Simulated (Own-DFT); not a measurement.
# One host, several defects: C40 NbSi2

The numbers are computed, not measured, by runs of the plane-wave DFT program Own-DFT (in-house, retired, unreviewed) at fixed positions, with no spin and no spin-orbit coupling.

Common settings: PBE; PseudoDojo norm-conserving scalar-relativistic files; cutoff 42 hartree; 4 x 4 x 5 k mesh centred on Gamma; cold (Marzari-Vanderbilt) smearing of 0.2 eV.

Limits: forces on such cells failed a check on a denser k mesh; stress not checked against mesh or cutoff.

All runs share one cell, with vectors in Å (0.000, 8.324, 0.000); (-9.613, 0.000, 0.000); (0.000, 0.000, 6.586) and a volume of 527.0 Å³. The atoms are randomly displaced, by u rms on each axis. The defect's site can differ from row to row.

```
cell,formula,u (Å),P (GPa)
no defect,Nb12Si24,0.0182,1.46
no defect,Nb12Si24,0.0183,1.44
no defect,Nb12Si24,0.0430,2.10
two Si on a Nb site each,Nb10Si26,0.0285,1.59
two Si on a Nb site each,Nb10Si26,0.0315,1.77
two Si on a Nb site each,Nb10Si26,0.0558,2.60
one Si vacancy,Nb12Si23,0.0276,0.78
one Si vacancy,Nb12Si23,0.0307,1.21
one Si vacancy,Nb12Si23,0.0534,1.82
two Nb vacancies,Nb10Si24,0.0284,-0.12
two Nb vacancies,Nb10Si24,0.0471,0.54
two Nb vacancies,Nb10Si24,0.0507,1.16
two Nb on a Si site each,Nb14Si22,0.0306,7.58
two Nb on a Si site each,Nb14Si22,0.0340,7.63
two Nb on a Si site each,Nb14Si22,0.0521,8.43
two Nb on a Si site each,Nb14Si22,0.0575,?
```

## Working it out

P = P0 + c u² + a shift for each defect gives P0 = 1.27 GPa, c = 472 ± 47 GPa/Å² and a scatter of 0.16 GPa. The shifts, and each times the cell's volume:

- two Nb on a Si site each: 5.85 ± 0.13 GPa, 19.2 eV (9.6 eV for each of its 2 sites)
- two Si on a Nb site each: -0.06 ± 0.13 GPa, -0.2 eV (-0.1 eV for each of its 2 sites) (not resolved)
- one Si vacancy: -0.72 ± 0.13 GPa, -2.4 eV
- two Nb vacancies: -1.63 ± 0.14 GPa, -5.4 eV (-2.7 eV for each of its 2 sites)

Positive is outwards. The product with the volume (160.2 GPa Å³ to the eV) is nearly free of the cell's size; divided by the bulk modulus at the cell's pressure it gives the volume that the defect adds. The atoms around the defects weren't relaxed, which would change these numbers.

## Check

Question: what pressure belongs in the blank (two Nb on a Si site each, u = 0.0575 Å)?

The fitted form gives 8.68 ± 0.20 GPa. The hidden result is 8.84 GPa.
